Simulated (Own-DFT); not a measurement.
# One host, several defects: wurtzite GaN

Source: density functional calculations with Own-DFT, an unreviewed in-house program that is no longer used. Nothing was measured or relaxed, and spin and spin-orbit coupling are left out.

Common settings: PBE; PseudoDojo norm-conserving scalar-relativistic files; cutoff 42 hartree; 4 x 4 x 3 k mesh centred on Gamma; Fermi-Dirac smearing of 0.1 eV.

Limits (not all hold for every row): not probed for a lower state with spin; forces not confirmed at this smearing and k mesh; stress not checked against mesh or cutoff.

All runs share one cell, with vectors in Å (9.567, 0.000, 0.000); (-4.784, 8.285, 0.000); (0.000, 0.000, 10.370) and a volume of 822.0 Å³. The atoms are randomly displaced, by u rms on each axis. The defect's site can differ from row to row.

```
cell,formula,u (Å),P (GPa)
no defect,Ga36N36,0.0202,5.94
no defect,Ga36N36,0.0494,7.66
no defect,Ga36N36,0.0517,7.73
one Ga on an N site,Ga37N35,0.0289,11.76
one Ga on an N site,Ga37N35,0.0316,12.24
one Ga on an N site,Ga37N35,0.0493,?
one Ga on an N site,Ga37N35,0.0519,13.74
one N on a Ga site,Ga35N37,0.0303,5.51
one N on a Ga site,Ga35N37,0.0317,5.62
one N on a Ga site,Ga35N37,0.0507,6.65
```

## What the rows give

P = P0 + c u² + a shift for each defect gives P0 = 5.58 GPa, c = 833 ± 68 GPa/Å² and a scatter of 0.18 GPa. The shifts, and each times the cell's volume:

- one Ga on an N site: 5.74 ± 0.15 GPa, 29.5 eV
- one N on a Ga site: -0.90 ± 0.15 GPa, -4.6 eV

Against the defect-free cell, a freed cell would be larger where the shift is positive and smaller where it is negative (160.2 GPa Å³ is 1 eV). The atoms around the defects weren't relaxed, which would change these numbers.

## Withheld run

The question: what pressure belongs in the blank (one Ga on an N site, u = 0.0493 Å)?

The fitted form gives 13.35 ± 0.22 GPa. DFT gave 13.38 GPa.
